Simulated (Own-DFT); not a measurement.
# How strain changes the stress of wurtzite AlN, 128 atoms (Al64N64)

These are calculations, not measurements. The program, named Own-DFT, is a retired in-house plane-wave density functional code that no person has reviewed. Each row is one single-point run on a periodic cell that was not relaxed, without spin or spin-orbit coupling.

Settings of every run: PBE; PseudoDojo norm-conserving scalar-relativistic files; cutoff 42 hartree; 3 x 3 x 3 k mesh centred on Gamma; Gaussian smearing of 0.01 eV.

Known limits: k mesh not checked against a denser one; stress not checked against mesh or cutoff.

Unstrained cell vectors in Å: (12.448, 0.000, 0.000); (-6.224, 10.780, 0.000); (0.000, 0.000, 9.964). The unstrained cell has measured lattice constants (interpolated for alloys), not those of this functional. That, the random moves and any unrelaxed bonds set the pressure at no strain. Each run strains this cell uniformly, with the atoms carried along. Every atom was also moved at random, by a Gaussian of width 0.05 Å on each axis. Strain is the symmetric tensor, in per cent. Stress is positive in tension, and the pressure is minus a third of its trace.

| run | e_xx (%) | e_yy (%) | e_zz (%) | s_xx (GPa) | s_yy (GPa) | s_zz (GPa) | P (GPa) | E (meV/atom) |
|---|---|---|---|---|---|---|---|---|
| 1 | 0.00 | 0.00 | -1.00 | -7.14 | -5.24 | -10.15 | 7.51 | 1.0 |
| 2 | 0.00 | 0.00 | 2.50 | -5.32 | -5.43 | 5.44 | 1.77 | 19.9 |
| 3 | 0.00 | 0.00 | 0.50 | -6.87 | -5.75 | -1.97 | 4.86 | 1.1 |
| 4 | 0.00 | 0.00 | 1.75 | -5.53 | -3.64 | 2.03 | 2.38 | 0.0 |
| 5 | 0.00 | 0.00 | -0.25 | -6.91 | -6.03 | -5.55 | 6.16 | 0.0 |
| 6 | 0.00 | 0.00 | -1.75 | -7.52 | -7.03 | -14.97 | 9.84 | 17.5 |
| 7 | 0.00 | 0.00 | -1.50 | -7.90 | -7.42 | -10.59 | 8.63 | 7.6 |
| 8 | 0.00 | 0.00 | 2.25 | -5.26 | -2.98 | 3.93 | 1.44 | 1.3 |
| 9 | 0.00 | 0.00 | 1.25 | ? | ? | ? | ? | ? |

E is the free energy for each atom above the lowest run shown.

## Worked fit

The change of volume is close to e_xx + e_yy + e_zz. A straight line through the runs shown gives P = 5.92 - 189 x (fractional change of volume) GPa, with an error of 9 on the slope and a scatter of 0.41 GPa. The strain isn't the same on all axes and the cell isn't cubic, so the slope belongs to this path and is not the bulk modulus.

## Withheld run

Question: what pressure should run 9 give? Its volume changes by 1.25 %.

The line gives 3.6 GPa. The calculation gave 3.28 GPa.
